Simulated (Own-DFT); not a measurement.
# Response to strain: wurtzite GaN, 72 atoms (Ga36N36)

All numbers below are calculated, not measured. They come from Own-DFT, an in-house plane-wave density functional program, since retired, whose code no person has reviewed. Each row is one single-point run on a periodic cell that was not relaxed, without spin or spin-orbit coupling.

Settings of every run: PBE; PseudoDojo norm-conserving scalar-relativistic files; cutoff 42 hartree; 4 x 4 x 3 k mesh centred on Gamma; Fermi-Dirac smearing of 0.1 eV.

Known limits: forces not confirmed at this smearing and k mesh; stress not checked against mesh or cutoff.

Unstrained cell vectors in Å: (9.567, 0.000, 0.000); (-4.784, 8.285, 0.000); (0.000, 0.000, 10.370). The unstrained cell has measured lattice constants (interpolated for alloys), not those of this functional. That, the random moves and any unrelaxed bonds set the pressure at no strain. Each run strains this cell uniformly, with the atoms carried along. Every atom was also moved at random, by a Gaussian of width 0.05 Å on each axis. Strain is the symmetric tensor, in per cent. Stress is positive in tension, and the pressure is minus a third of its trace.

| run | e_xx (%) | e_yy (%) | e_zz (%) | s_xx (GPa) | s_yy (GPa) | s_zz (GPa) | P (GPa) | E (meV/atom) |
|---|---|---|---|---|---|---|---|---|
| 1 | 0.75 | 0.75 | 0.00 | -2.57 | -4.17 | -7.39 | 4.71 | 17.0 |
| 2 | -2.25 | -2.25 | 0.00 | -24.93 | -20.96 | -9.18 | 18.36 | 72.7 |
| 3 | 3.00 | 3.00 | 0.00 | 6.35 | 6.66 | -4.74 | -2.76 | 17.5 |
| 4 | 1.25 | 1.25 | 0.00 | -0.23 | -1.48 | -5.86 | 2.52 | 2.2 |
| 5 | 1.75 | 1.75 | 0.00 | 1.81 | 1.54 | -5.39 | 0.68 | 0.0 |
| 6 | 2.25 | 2.25 | 0.00 | 3.10 | 3.48 | -5.28 | -0.43 | 17.2 |
| 7 | -1.75 | -1.75 | 0.00 | -18.21 | -16.49 | -12.57 | 15.76 | 71.7 |
| 8 | -2.75 | -2.75 | 0.00 | -24.94 | -21.72 | -13.55 | 20.07 | 71.5 |
| 9 | -0.50 | -0.50 | 0.00 | ? | ? | ? | ? | ? |

E is the free energy for each atom above the lowest run shown.

## Worked fit

The change of volume is close to e_xx + e_yy + e_zz. A straight line through the runs shown gives P = 8.62 - 207 x (fractional change of volume) GPa, with an error of 7 on the slope and a scatter of 0.80 GPa. The strain isn't the same on all axes and the cell isn't cubic, so the slope belongs to this path and is not the bulk modulus.

## Withheld run

Question: what pressure should run 9 give? Its volume changes by -1.00 %.

The line gives 10.7 GPa. The calculation gave 9.11 GPa.
